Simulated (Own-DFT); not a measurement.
# Response to strain: 4H SiC, 32 atoms (C16Si16)

These are calculations, not measurements. The program, named Own-DFT, is a retired in-house plane-wave density functional code that no person has reviewed. Each row is one single-point run on a periodic cell that was not relaxed, without spin or spin-orbit coupling.

Settings of every run: PBE; PseudoDojo norm-conserving scalar-relativistic files; cutoff 42 hartree; 5 x 5 x 3 k mesh centred on Gamma; Fermi-Dirac smearing of 0.1 eV.

Known limits: forces on such cells passed a denser k mesh, each cell not checked; stress not checked against mesh or cutoff.

Unstrained cell vectors in Å: (6.165, 0.000, 0.000); (-3.083, 5.339, 0.000); (0.000, 0.000, 10.068). The unstrained cell has measured lattice constants (interpolated for alloys), not those of this functional. That, the random moves and any unrelaxed bonds set the pressure at no strain. Each run strains this cell uniformly, with the atoms carried along. Every atom was also moved at random, by a Gaussian of width 0.05 Å on each axis. Strain is the symmetric tensor, in per cent. Stress is positive in tension, and the pressure is minus a third of its trace.

```
run  e_xx (%)  e_yy (%)  e_zz (%)  e_yz (%)  e_xz (%)  e_xy (%)  s_xx (GPa)  s_yy (GPa)  s_zz (GPa)  s_yz (GPa)  s_xz (GPa)  s_xy (GPa)  P (GPa)  E (meV/atom)
  1      1.40     -1.93      0.76      0.30      0.28      0.05        3.48      -14.87       -1.94        1.86        1.08        0.86     4.44          15.0
  2     -1.62      1.39     -0.97      1.36      0.27     -1.05      -13.79        2.63      -11.41        4.09        0.02       -3.57     7.53          19.0
  3      0.28      1.45      1.94      1.46     -1.81     -1.12        0.73        1.30        5.57        3.83       -4.67       -6.12    -2.54          30.9
  4      0.34      0.93     -0.89     -0.18      1.60     -1.61       -3.34        0.54       -9.15       -0.62        5.68       -7.11     3.98          20.2
  5     -1.45     -0.91     -1.08     -0.69      0.74      1.10      -14.27      -15.62      -11.59       -4.37        2.52        3.46    13.83          64.8
  6     -1.37     -0.60      1.31     -0.43     -1.53      0.14      -13.36       -9.86        2.87       -3.06       -5.37       -2.75     6.78          32.1
  7      1.72      0.32      0.68     -1.68     -0.84      1.91        0.88        0.61       -2.57       -5.85       -4.05        5.21     0.36          68.9
  8      1.92      0.58     -0.92     -1.81      0.15      1.76        4.69       -1.65       -9.59       -6.31       -0.40        8.57     2.18          39.9
  9      0.51     -0.88      0.64      0.50      0.43     -0.53       -0.95       -8.63       -4.31        1.74        1.75       -3.45     4.63          26.7
 10      0.20      1.73      1.49     -1.25     -0.83      0.90       -1.95        5.13        4.12       -4.02       -3.04        3.47    -2.43          16.7
 11      1.62      0.03      1.72      1.42     -1.32      1.28        5.12       -3.13        3.38        4.39       -5.08        4.17    -1.79          26.5
 12     -0.71      0.49     -1.51     -0.46     -0.76     -0.83       -9.64       -4.13      -12.70       -1.82       -1.86       -4.04     8.82          27.5
 13      0.12     -1.68     -2.00      0.00     -1.07      1.65       -8.22      -16.72      -17.64        0.08       -3.86        9.95    14.19          55.7
 14      0.22      1.76      0.88     -0.79      0.10     -0.92       -1.59        6.04       -0.82       -2.63       -0.47       -4.10    -1.21           0.0
 15     -0.23     -0.05      0.76     -0.58      1.85     -0.13       -4.28       -7.47       -0.55       -1.60        6.92       -0.51     4.10          23.0
 16      0.82      0.50     -1.70      0.72      1.88     -1.76           ?           ?           ?           ?           ?           ?        ?             ?
```

E is the free energy for each atom above the lowest run shown.

## Worked fit

Each stress component was fitted by least squares to a constant and the strains of the runs shown, as fractions, with shears doubled. Shear strains stay in the fit of a normal stress only where such slopes are resolved. The slopes, in GPa:

| stress | at no strain | per e_xx | per e_yy | per e_zz | scatter |
|---|---|---|---|---|---|
| s_xx | -5.1 | 520 ± 40 | 56 ± 38 | 105 ± 37 | 1.63 |
| s_yy | -5.7 | 127 ± 41 | 605 ± 39 | 28 ± 37 | 1.66 |
| s_zz | -5.5 | -15 ± 26 | 42 ± 25 | 548 ± 24 | 1.05 |

Each shear stress against twice its own strain: yz 166 ± 12, xz 164 ± 11, xy 224 ± 27 GPa. These are stiffnesses along x, y and z of the frame in which the cell vectors are given, which need not be the crystal's axes. The atoms are held to the strained lattice; where symmetry lets them move under strain, relaxing them would lower some slopes. The table should be nearly symmetric about its diagonal, and what it lacks of that shows the noise. A ninth of its sum, 224 ± 6 GPa, estimates the bulk modulus near the mean pressure of these runs, 4.2 GPa, so it lies above the value at zero pressure.

## Withheld run

Question: what normal stresses and pressure should run 16 give?

The fit gives s_xx = -2.4, s_yy = -2.2, s_zz = -14.7 and P = 6.4 GPa. The calculation gave 1.40, -2.88, -15.92 and P = 5.80 GPa.
